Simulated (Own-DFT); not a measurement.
# How strain changes the stress of wurtzite GaN, 96 atoms (Ga48N48)

Calculated results; nothing here was measured. The program, named Own-DFT, is a retired in-house plane-wave density functional code that no person has reviewed. Each row is one single-point run on a periodic cell that was not relaxed, without spin or spin-orbit coupling.

Settings of every run: PBE; PseudoDojo norm-conserving scalar-relativistic files (stringent for Ga); cutoff 96 hartree; 3 x 4 x 3 k mesh centred on Gamma; Gaussian smearing of 0.01 eV.

Known limits: forces on such cells passed a denser k mesh, each cell not checked; stress not checked against mesh or cutoff.

Unstrained cell vectors in Å: (12.756, 0.000, 0.000); (-4.784, 8.285, 0.000); (0.000, 0.000, 10.370). The unstrained cell has measured lattice constants (interpolated for alloys), not those of this functional. That, the random moves and any unrelaxed bonds set the pressure at no strain. Each run strains this cell uniformly, with the atoms carried along. Every atom was also moved at random, by a Gaussian of width 0.05 Å on each axis. Strain is the symmetric tensor, in per cent. Stress is positive in tension, and the pressure is minus a third of its trace.

```
run,e_xx (%),e_yy (%),e_zz (%),s_xx (GPa),s_yy (GPa),s_zz (GPa),P (GPa),E (meV/atom)
1,0.00,0.00,2.00,-4.74,-5.84,0.49,3.36,1.4
2,0.00,0.00,1.25,-5.26,-5.85,-2.61,4.57,0.0
3,0.00,0.00,2.50,-5.32,-5.16,2.66,2.61,6.2
4,0.00,0.00,3.00,-4.26,-6.01,4.16,2.04,14.8
5,0.00,0.00,-2.00,-8.15,-8.82,-16.36,11.11,19.8
6,0.00,0.00,2.25,-4.48,-6.33,1.31,3.17,10.0
7,0.00,0.00,-1.00,-5.98,-8.27,-12.36,8.87,12.2
8,0.00,0.00,-1.50,-7.11,-7.98,-13.69,9.59,3.4
9,0.00,0.00,1.00,?,?,?,?,?
```

E is the free energy for each atom above the lowest run shown.

## Worked fit

The change of volume is close to e_xx + e_yy + e_zz. A straight line through the runs shown gives P = 7.13 - 180 x (fractional change of volume) GPa, with an error of 5 on the slope and a scatter of 0.27 GPa. The strain isn't the same on all axes and the cell isn't cubic, so the slope belongs to this path and is not the bulk modulus.

## Withheld run

Question: what pressure should run 9 give? Its volume changes by 1.00 %.

The line gives 5.3 GPa. The calculation gave 5.42 GPa.
